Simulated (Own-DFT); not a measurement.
# One host, several defects: wurtzite GaN

The numbers are computed, not measured, by runs of the plane-wave DFT program Own-DFT (in-house, retired, unreviewed) at fixed positions, with no spin and no spin-orbit coupling.

Method: PBE; PseudoDojo norm-conserving scalar-relativistic files; cutoff 42 hartree; 4 x 4 x 3 k mesh centred on Gamma; Fermi-Dirac smearing of 0.1 eV.

Caveats (not all hold for every row): not probed for a lower state with spin; forces not confirmed at this smearing and k mesh; stress not checked against mesh or cutoff.

All runs share one cell, with vectors in Å (9.567, 0.000, 0.000); (-4.784, 8.285, 0.000); (0.000, 0.000, 10.370) and a volume of 822.0 Å³. Atoms were moved at random from their sites; u is the rms move along one axis. The defect's site can differ from row to row.

| cell | formula | u (Å) | P (GPa) |
|---|---|---|---|
| no defect | Ga36N36 | 0.0211 | 5.91 |
| no defect | Ga36N36 | 0.0476 | 7.67 |
| no defect | Ga36N36 | 0.0539 | 8.09 |
| one N on a Ga site | Ga35N37 | 0.0294 | 5.52 |
| one N on a Ga site | Ga35N37 | 0.0306 | ? |
| one N on a Ga site | Ga35N37 | 0.0468 | 6.37 |
| one N on a Ga site | Ga35N37 | 0.0522 | 6.41 |
| one Ga on an N site | Ga37N35 | 0.0287 | 11.94 |
| one Ga on an N site | Ga37N35 | 0.0508 | 13.38 |
| one Ga on an N site | Ga37N35 | 0.0510 | 13.65 |

## Fit

P = P0 + c u² + a shift for each defect gives P0 = 5.72 GPa, c = 800 ± 88 GPa/Å² and a scatter of 0.24 GPa. The shifts, and each times the cell's volume:

- one Ga on an N site: 5.66 ± 0.19 GPa, 29.0 eV
- one N on a Ga site: -1.17 ± 0.19 GPa, -6.0 eV

A positive shift means that the defect pushes the cell outwards. Shift times volume (160.2 GPa Å³ is 1 eV) depends little on the cell's size, so, taken for each site, it can be compared between cells at like pressure. The atoms around the defects weren't relaxed, which would change these numbers.

## The run left out

Question: what pressure belongs in the blank (one N on a Ga site, u = 0.0306 Å)?

Estimate: 5.31 ± 0.29 GPa. The run itself gave 5.51 GPa.
